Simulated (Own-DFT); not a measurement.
# Device materials side by side: how hard are they to compress?

Everything here is calculated. The program is Own-DFT (plane waves, in-house, since retired, never reviewed by a person); positions were held fixed, and spin and spin-orbit coupling were off.

Caveats (not all hold for every row): forces on such cells moved up to 12 meV/angstrom on a denser k mesh; forces not confirmed at this smearing and k mesh; k mesh not checked against a denser one; forces on such cells passed a denser k mesh, each cell not checked; stress not checked against mesh or cutoff.

All runs are PBE with PseudoDojo norm-conserving files; cutoff and k mesh are each material's own. Every cell starts from measured lattice constants and was given uniform random strains and small random moves of its atoms. Each triple is the change of volume in per cent, the rms move u in Å and the pressure in GPa.

- 3C SiC (C48Si48), 10.36 Å³/atom unstrained: (-3.15, 0.050, 13.43); (-2.23, 0.051, 10.40); (-0.82, 0.054, 7.81); (-0.65, 0.051, 7.65); (-0.08, 0.050, 5.50); (1.09, 0.047, 3.25); (2.21, 0.051, 0.90)
- wurtzite AlN (Al64N64), 10.45 Å³/atom unstrained: (-1.19, 0.048, 8.21); (-0.53, 0.050, 6.56); (-0.27, 0.044, 5.65); (-0.14, 0.052, 6.19); (-0.12, 0.049, 6.03); (1.13, 0.047, 3.09); (1.80, 0.050, 2.24)
- wurtzite GaN (Ga36N36), 11.42 Å³/atom unstrained: withheld
- diamond silicon (Si64), 20.02 Å³/atom unstrained: (-1.73, 0.050, 4.64); (-0.29, 0.044, 2.72); (0.05, 0.044, 2.46); (0.33, 0.053, 2.37); (0.41, 0.054, 2.34); (1.73, 0.049, 1.09); (1.98, 0.051, 0.83)
- zincblende InP (In48P48), 25.27 Å³/atom unstrained: (-2.96, 0.051, 6.30); (-1.53, 0.049, 4.96); (-1.35, 0.048, 4.59); (0.50, 0.053, 3.24); (0.53, 0.050, 3.33); (0.88, 0.058, 3.21); (1.70, 0.048, 2.54)
- grey tin (Sn64), 34.15 Å³/atom unstrained: (-2.58, 0.049, 5.11); (-2.19, 0.053, 4.95); (-1.63, 0.046, 4.49); (-0.70, 0.052, 4.11); (-0.34, 0.050, 3.87); (0.95, 0.045, 3.09); (1.57, 0.049, 3.01)

## Analysis

Fit a line to each set against the fractional change of volume; B is minus its slope, and u is nearly the same within a set. To take it to zero pressure, assume that B rises by 4 GPa for each GPa: B0 = B - 4 x (mean pressure). The bond length of an ideal tetrahedral crystal with the unstrained volume v is d = (√3/4)(8 v)^(1/3). Cohen's empirical rule reads B0 = (1971 - 220 L) d^(-3.5) GPa, with L = 0 for group IV crystals and SiC and 1 for III-V compounds.

```
                material  L  d (Å)   B (GPa)  mean P (GPa)  B0 (GPa)  rule (GPa)
        3C SiC (C48Si48)  0  1.888   230 ± 9           7.0   202 ± 9         213
  wurtzite AlN (Al64N64)  1  1.893  201 ± 13           5.4  179 ± 13         188
  wurtzite GaN (Ga36N36)  1  1.950         ?             ?         ?         169
  diamond silicon (Si64)  0  2.352    99 ± 6           2.4    89 ± 6          99
zincblende InP (In48P48)  1  2.541    79 ± 4           4.0    63 ± 4          67
         grey tin (Sn64)  0  2.810    53 ± 3           4.1    37 ± 3          53
```

A line through ln[B0/(1971 - 220 L)] against ln d has a slope of -4.1 ± 0.3 and a scatter of 11 %. Against the rule, B0 stands at 95 % for 3C SiC, 95 % for wurtzite AlN, 90 % for diamond silicon, 94 % for zincblende InP, 69 % for grey tin. PBE tends to make silicon and heavier crystals too soft, and the rule itself is only a guide.

## The run left out

Question: what B0 does the fitted trend give for wurtzite GaN (Ga36N36)?

Estimate: 162 GPa. Its own runs give B = 214 ± 8 GPa at a mean pressure of 8.1 GPa, so B0 = 182 GPa.
